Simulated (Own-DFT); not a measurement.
# Point defects and the pressure they add: zincblende GaAs

Calculated, not measured: single-point runs of Own-DFT, a retired in-house plane-wave DFT program that no person has reviewed, on unrelaxed cells, without spin or spin-orbit coupling.

Settings: PBE; PseudoDojo norm-conserving scalar-relativistic files; cutoff 42 hartree; 3 x 3 x 3 k mesh centred on Gamma; Fermi-Dirac smearing of 0.1 eV.

Known weak points (not all hold for every row): not probed for a lower state with spin; forces on such cells failed a check on a denser k mesh; forces not confirmed at this smearing and k mesh; forces on such cells passed a denser k mesh, each cell not checked; stress not checked against mesh or cutoff.

All runs share one cell, with vectors in Å (11.307, 0.000, 0.000); (0.000, 11.307, 0.000); (0.000, 0.000, 11.307) and a volume of 1445.4 Å³. The atoms are randomly displaced, by u rms on each axis. The defect's site can differ from row to row.

| cell | formula | u (Å) | P (GPa) |
|---|---|---|---|
| no defect | As32Ga32 | 0.0194 | 3.51 |
| no defect | As32Ga32 | 0.0498 | 4.02 |
| no defect | As32Ga32 | 0.0533 | 4.00 |
| two Ga vacancies | As32Ga30 | 0.0280 | 3.01 |
| two Ga vacancies | As32Ga30 | 0.0292 | 2.85 |
| two Ga vacancies | As32Ga30 | 0.0329 | 2.90 |
| one As on a Ga site and one Ga on an As site | As32Ga32 | 0.0286 | 3.93 |
| one As on a Ga site and one Ga on an As site | As32Ga32 | 0.0493 | 4.27 |
| one As on a Ga site and one Ga on an As site | As32Ga32 | 0.0498 | 4.38 |
| one In on a Ga site | As32Ga31In | 0.0284 | 4.26 |
| one In on a Ga site | As32Ga31In | 0.0486 | 4.71 |
| one In on a Ga site | As32Ga31In | 0.0508 | 4.77 |
| one As on a Ga site | As33Ga31 | 0.0310 | 4.28 |
| one As on a Ga site | As33Ga31 | 0.0328 | 4.27 |
| one As on a Ga site | As33Ga31 | 0.0505 | ? |
| one As on a Ga site | As33Ga31 | 0.0512 | 4.60 |

## Analysis

P = P0 + c u² + a shift for each defect gives P0 = 3.40 GPa, c = 232 ± 22 GPa/Å² and a scatter of 0.07 GPa. The shifts, and each times the cell's volume:

- one In on a Ga site: 0.73 ± 0.05 GPa, 6.6 eV
- one As on a Ga site: 0.62 ± 0.05 GPa, 5.6 eV
- one As on a Ga site and one Ga on an As site: 0.35 ± 0.05 GPa, 3.1 eV
- two Ga vacancies: -0.69 ± 0.06 GPa, -6.2 eV (-3.1 eV for each of its 2 sites)

Positive is outwards. The product with the volume (160.2 GPa Å³ to the eV) is nearly free of the cell's size; divided by the bulk modulus at the cell's pressure it gives the volume that the defect adds. The atoms around the defects weren't relaxed, which would change these numbers.

## Check

Asked: what pressure belongs in the blank (one As on a Ga site, u = 0.0505 Å)?

The fit gives 4.61 ± 0.08 GPa. DFT gave 4.57 GPa.
